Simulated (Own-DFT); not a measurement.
# Computed records: Si (diamond silicon with added atoms, atoms displaced)

All values are calculated (Own-DFT development build). A calculation, not a measurement: plane-wave PBE density functional theory by an unreviewed code, no spin, of a simulated periodic cell, stress positive in tension, free energy of the whole cell less one offset for each atom, defect cell not probed for a lower state with spin, k mesh not checked against a denser one; offsets are fitted by least squares, one for each functional and potential file, so energies compare only between cells with the same atoms and settings and are not formation energies; the far tail of each file's local potential was reset to the Coulomb form; each entry is a single point on an unrelaxed cell, so the pressure reflects the starting lattice, mostly measured values (interpolated for alloys), from which strain is counted, and rises with the displacements; printed positions are rounded, which can move forces by about a meV/angstrom; the program, named Own-DFT, is a retired in-house code; no spin-orbit coupling; before rounding, a Quantum ESPRESSO 7.3.1 run of the same cell and cutoff gave forces within 1 meV/angstrom rms on each cell, which checks the program and not the settings.

Si (diamond silicon with added atoms, atoms displaced)

```
cell vectors (Å)
  10.8620     0.0000     0.0000
   0.0000    10.8620     0.0000
   0.0000     0.0000    10.8620
atoms (fractions of the cell vectors)
Si  0.99974  0.00693  0.99240
Si  0.99664  0.25327  0.24899
Si  0.25229  0.99661  0.24861
Si  0.25137  0.25690  0.00426
Si  0.11888  0.12430  0.12462
Si  0.12548  0.38098  0.37793
Si  0.36643  0.12536  0.38017
Si  0.37338  0.37151  0.13330
Si  0.99922  0.99930  0.49886
Si  0.99748  0.25473  0.74924
Si  0.25776  0.01197  0.75635
Si  0.24789  0.25824  0.49577
Si  0.12322  0.12949  0.61514
Si  0.12045  0.37191  0.87175
Si  0.37627  0.13081  0.87802
Si  0.37641  0.37605  0.62097
Si  0.99403  0.50313  0.99298
Si  0.99597  0.74510  0.24959
Si  0.25233  0.49635  0.24819
Si  0.25408  0.74961  0.00301
Si  0.13501  0.62048  0.12731
Si  0.12193  0.88809  0.37578
Si  0.37151  0.62129  0.36812
Si  0.37448  0.87720  0.13144
Si  0.99936  0.49252  0.50410
Si  0.00551  0.75177  0.74774
Si  0.25220  0.50377  0.75123
Si  0.24838  0.74981  0.49718
Si  0.12193  0.62425  0.63266
Si  0.12442  0.87367  0.87541
Si  0.37442  0.62328  0.87535
Si  0.37373  0.87590  0.62414
Si  0.49565  0.99893  0.00867
Si  0.49619  0.24935  0.24478
Si  0.74872  0.00305  0.25502
Si  0.74426  0.24561  0.00921
Si  0.62456  0.12588  0.11967
Si  0.62686  0.38196  0.37617
Si  0.87378  0.12876  0.37210
Si  0.87303  0.36666  0.11981
Si  0.49600  0.99857  0.50119
Si  0.50165  0.25373  0.74856
Si  0.74293  0.99602  0.74756
Si  0.74925  0.24818  0.49837
Si  0.62458  0.11950  0.62304
Si  0.63486  0.36967  0.87189
Si  0.87351  0.12376  0.87225
Si  0.87149  0.37036  0.62342
Si  0.51054  0.49813  0.99588
Si  0.49943  0.75306  0.25880
Si  0.74623  0.50406  0.25161
Si  0.74425  0.74507  0.00063
Si  0.62018  0.62315  0.12813
Si  0.62401  0.86723  0.37217
Si  0.87856  0.62183  0.36652
Si  0.87856  0.87115  0.13077
Si  0.49649  0.50079  0.49507
Si  0.49514  0.74434  0.74667
Si  0.74944  0.50408  0.75423
Si  0.75017  0.75238  0.51317
Si  0.62426  0.62206  0.63141
Si  0.61833  0.87064  0.87638
Si  0.87556  0.62770  0.86925
Si  0.87687  0.88145  0.62492
Si  0.31676  0.31330  0.30951
```

| Property | Result |
| --- | --- |
| functional | PBE |
| potential files | PseudoDojo norm-conserving, scalar-relativistic, standard set |
| wave cutoff | 20 hartree |
| occupations | Fermi-Dirac |
| smearing width | 0.1 eV |
| k mesh | 3 x 3 x 3 centred on Gamma |
| free energy of cell above offsets | 1.632 eV |
| pressure | 3.94 GPa |
| stress xx | -3.97 GPa |
| stress yy | -3.78 GPa |
| stress zz | -4.07 GPa |
| stress yz | 0.64 GPa |
| stress xz | 0.19 GPa |
| stress xy | -0.02 GPa |

Force:
```csv
element,x (eV/Å),y (eV/Å),z (eV/Å)
Si,-0.182,-1.335,0.884
Si,0.535,-0.051,0.265
Si,-0.978,1.073,0.194
Si,-0.852,-0.715,-0.462
Si,1.053,0.415,0.117
Si,-1.868,-0.246,-0.763
Si,0.811,-2.127,-0.322
Si,1.117,1.644,-5.034
Si,-0.57,1.089,-0.034
Si,-0.029,-1.002,-0.423
Si,-1.262,-1.194,-1.166
Si,-0.152,-0.51,2.471
Si,0.03,-0.253,1.35
Si,0.793,0.911,0.441
Si,0.628,0.48,0.73
Si,-0.196,0.29,0.614
Si,0.762,-0.567,0.747
Si,1.825,0.637,0.117
Si,-0.637,2.252,0.044
Si,-0.114,0.216,-0.193
Si,-1.692,0.482,-0.816
Si,0.314,-2.208,-0.536
Si,0.093,0.796,0.841
Si,0.318,-0.932,-0.228
Si,-0.412,1.343,0.106
Si,-0.985,0.51,0.243
Si,-0.404,-0.987,-0.032
Si,-0.538,0.135,0.128
Si,0.64,-0.226,-1.406
Si,0.788,0.683,0.101
Si,0.408,-0.021,0.505
Si,-0.434,-0.104,0.407
Si,0.237,0.13,-1.254
Si,3.513,-0.764,0.976
Si,-0.09,-0.609,-0.653
Si,1.118,0.238,-1.944
Si,-0.61,-1.244,1.314
Si,-0.283,-1.077,-0.276
Si,0.222,-0.212,0.503
Si,-0.121,1.732,0.581
Si,0.593,-0.277,-0.48
Si,0.115,-0.502,-0.14
Si,0.496,0.113,0.758
Si,-0.417,0.022,0.007
Si,-0.331,0.768,-0.07
Si,-0.512,0.162,0.414
Si,-0.856,0.421,-0.215
Si,-0.404,0.582,0.418
Si,-0.87,-0.294,0.127
Si,-0.641,-0.95,-1.476
Si,0.685,-0.81,-0.816
Si,0.655,0.508,0.202
Si,0.057,0.543,0.027
Si,0.824,1.349,1.514
Si,-0.659,-0.004,2.028
Si,-0.858,0.845,-1.321
Si,0.263,0.205,0.378
Si,0.069,0.693,0.372
Si,0.549,-0.83,-0.711
Si,0.223,-0.673,-1.451
Si,-0.367,-0.042,-0.823
Si,-0.102,0.072,0.048
Si,-0.167,0.664,0.472
Si,0.087,-0.537,0.507
Si,-1.227,-0.697,2.095
```
